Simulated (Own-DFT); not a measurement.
# Response to strain: 3C SiC, 64 atoms (C32Si32)

Calculated results; nothing here was measured. The program, named Own-DFT, is a retired in-house plane-wave density functional code that no person has reviewed. Each row is one single-point run on a periodic cell that was not relaxed, without spin or spin-orbit coupling.

Settings of every run: PBE; PseudoDojo norm-conserving scalar-relativistic files; cutoff 42 hartree; 4 x 4 x 4 k mesh centred on Gamma; Fermi-Dirac smearing of 0.1 eV.

Known limits: forces on such cells passed a denser k mesh, each cell not checked; stress not checked against mesh or cutoff.

Unstrained cell vectors in Å: (8.719, 0.000, 0.000); (0.000, 8.719, 0.000); (0.000, 0.000, 8.719). The unstrained cell has measured lattice constants (interpolated for alloys), not those of this functional. That, the random moves and any unrelaxed bonds set the pressure at no strain. Each run strains this cell uniformly, with the atoms carried along. Every atom was also moved at random, by a Gaussian of width 0.05 Å on each axis. Strain is the symmetric tensor, in per cent. Stress is positive in tension, and the pressure is minus a third of its trace.

```
run  e_xx (%)  e_yy (%)  e_zz (%)  e_yz (%)  e_xz (%)  e_xy (%)  s_xx (GPa)  s_yy (GPa)  s_zz (GPa)  s_yz (GPa)  s_xz (GPa)  s_xy (GPa)  P (GPa)  E (meV/atom)
  1     -1.23     -0.24      1.68      0.28     -0.74     -1.87       -9.18       -7.21       -1.29        1.83       -5.38      -10.81     5.89          36.8
  2     -1.29      0.24     -1.51      0.03     -1.82      1.44      -13.19       -9.23      -14.56       -0.36      -11.49        7.82    12.32          47.5
  3     -1.77      1.18     -1.22     -0.87      1.96     -1.88      -13.39       -5.71      -12.43       -5.00       10.11      -10.91    10.51          53.5
  4     -0.39     -0.97     -1.45      0.02     -1.02     -1.98      -11.74      -12.25      -13.53        0.38       -7.18      -10.71    12.51          43.5
  5      1.04      0.46     -1.76     -0.76     -1.75      0.89       -3.29       -4.34       -9.64       -4.61       -8.71        4.73     5.76           9.0
  6     -1.37      1.49      1.54     -0.18      1.62     -0.42       -6.33       -0.10       -0.73        0.52        8.95       -3.20     2.39          36.3
  7     -0.51     -2.00      0.76     -0.06     -0.65      0.93      -10.38      -13.66       -6.51        0.90       -3.78        6.76    10.18          32.9
  8     -1.18      1.47      0.70      0.59     -1.43     -0.14       -6.43       -0.68       -2.74        1.76       -6.60       -1.94     3.28          19.6
  9     -1.85      0.08      1.63     -1.61     -1.33     -0.26       -9.86       -6.27       -1.92       -9.58       -7.69       -2.71     6.02          23.8
 10     -1.23     -1.51     -1.54     -1.69      1.96     -1.34      -16.59      -17.01      -18.13      -10.16       12.06       -8.54    17.24          73.7
 11     -1.15     -0.98      1.10     -0.54     -1.62      0.15       -9.84       -8.69       -3.87       -4.55       -8.65       -1.62     7.47           2.7
 12     -0.28      1.89     -0.77     -1.40     -1.03     -0.82       -5.61        0.63       -6.92       -8.22       -6.53       -4.27     3.97          20.3
 13      1.40     -1.56      0.10     -0.25      0.19     -0.68       -1.72       -8.87       -4.83       -0.41        2.21       -3.99     5.14           0.0
 14     -1.13      1.73     -0.71     -1.82      1.46      0.82       -9.22       -1.16       -8.42       -9.70        9.89        2.98     6.27          26.8
 15      0.55      0.51      1.42      0.04     -1.07     -0.30       -0.73       -0.90        1.29        0.29       -5.85       -1.19     0.11           3.5
 16     -1.03      0.25     -0.53      0.56      1.30      1.18      -10.38       -7.52       -9.26        3.59        7.35        6.18     9.05          30.7
 17      1.68      1.08     -0.82      0.70     -1.98     -1.31        1.57        0.23       -4.33        2.45      -10.37       -5.84     0.84           0.9
 18     -1.78      1.99      1.58     -0.42      0.33      1.22           ?           ?           ?           ?           ?           ?        ?             ?
```

E is the free energy for each atom above the lowest run shown.

## Worked fit

Each stress component was fitted by least squares to a constant and the strains of the runs shown, as fractions, with shears doubled. Shear strains stay in the fit of a normal stress only where such slopes are resolved. The slopes, in GPa:

| stress | at no strain | per e_xx | per e_yy | per e_zz | scatter |
|---|---|---|---|---|---|
| s_xx | -5.8 | 420 ± 12 | 167 ± 11 | 175 ± 10 | 0.51 |
| s_yy | -5.6 | 180 ± 13 | 406 ± 12 | 145 ± 12 | 0.57 |
| s_zz | -5.7 | 198 ± 15 | 144 ± 13 | 419 ± 13 | 0.65 |

Each shear stress against twice its own strain: yz 284 ± 14, xz 293 ± 10, xy 273 ± 11 GPa. These are stiffnesses along x, y and z of the frame in which the cell vectors are given, which need not be the crystal's axes. The atoms are held to the strained lattice; where symmetry lets them move under strain, relaxing them would lower some slopes. The table should be nearly symmetric about its diagonal, and what it lacks of that shows the noise. A ninth of its sum, 250 ± 7 GPa, estimates the bulk modulus near the mean pressure of these runs, 7.0 GPa, so it lies above the value at zero pressure.

## Withheld run

Question: what normal stresses and pressure should run 18 give?

The fit gives s_xx = -7.2, s_yy = 1.5, s_zz = 0.2 and P = 1.8 GPa. The calculation gave -7.06, 1.80, 0.83 and P = 1.48 GPa.
